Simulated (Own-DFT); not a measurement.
# PBE against PBEsol on the same cells

These are calculations, not measurements. The program, named Own-DFT, is a retired in-house plane-wave density functional code that no person has reviewed. Each row is one single-point run on a periodic cell that was not relaxed, without spin or spin-orbit coupling.

Known limits: forces on such cells failed a check on a denser k mesh; stress not checked against mesh or cutoff.

Each cell was run twice at the same cutoff, k mesh and smearing, with PBE and with PBEsol, on PseudoDojo norm-conserving files made for PBE. Atoms were moved at random from their sites; u is the rms move along one axis. Files made for PBEsol would give a somewhat different change.

| cell | atoms | volume (Å³/atom) | u (Å) | cutoff (hartree) | P with PBE (GPa) | P with PBEsol (GPa) | change (GPa) |
|---|---|---|---|---|---|---|---|
| C11b WSi2 with one W on a Si site (Si19W11) | 30 | 13.44 | 0.027 | 50 | 9.90 | 5.50 | -4.40 |
| C11b WSi2 with one W on a Si site (Si19W11) | 30 | 13.44 | 0.053 | 50 | 11.48 | 7.08 | -4.39 |
| C11b WSi2 with one W on a Si site (Si19W11) | 30 | 13.44 | 0.056 | 50 | 11.11 | 6.71 | -4.40 |
| C40 NbSi2 with two Si on a Nb site each (Nb10Si26) | 36 | 14.64 | 0.077 | 42 | 3.61 | 0.25 | -3.35 |
| C40 NbSi2 with two Si on a Nb site each (Nb10Si26) | 36 | 14.64 | 0.079 | 42 | 4.16 | 0.81 | -3.35 |
| C40 NbSi2 with two Si on a Nb site each (Nb10Si26) | 36 | 14.64 | 0.048 | 42 | 2.12 | -1.23 | -3.35 |
| D0_22 TiAl3 (Al30Ti10) | 40 | 15.63 | 0.164 | 42 | 10.35 | 8.44 | -1.91 |
| D0_22 TiAl3 (Al30Ti10) | 40 | 15.27 | 0.045 | 42 | 5.55 | 3.58 | -1.96 |
| D0_22 TiAl3 (Al30Ti10) | 40 | 15.63 | 0.020 | 42 | 1.98 | 0.07 | -1.90 |
| L1_0 TiAl (Al16Ti16) | 32 | 16.06 | 0.105 | 42 | 4.14 | 1.29 | -2.85 |
| L1_0 TiAl (Al16Ti16) | 32 | 16.06 | 0.105 | 42 | 3.99 | 1.14 | -2.85 |
| L1_0 TiAl (Al16Ti16) | 32 | 16.06 | 0.023 | 42 | 1.20 | ? | ? |

## Worked reading

Mean change of pressure by composition, in GPa: Si19W11, -4.40; Nb5Si13, -3.35; AlTi, -2.85; Al3Ti, -1.93. At a fixed cell PBEsol gives the lower pressure, because it favours a smaller volume than PBE. Here the change varies more between materials than between cells of one material.

## Withheld value

Question: what PBEsol pressure should the Al16Ti16 cell with the blank give?

Adding the mean change of the cells with its composition, -2.85 GPa, to 1.20 gives -1.6 GPa. The calculation gave -1.64 GPa.
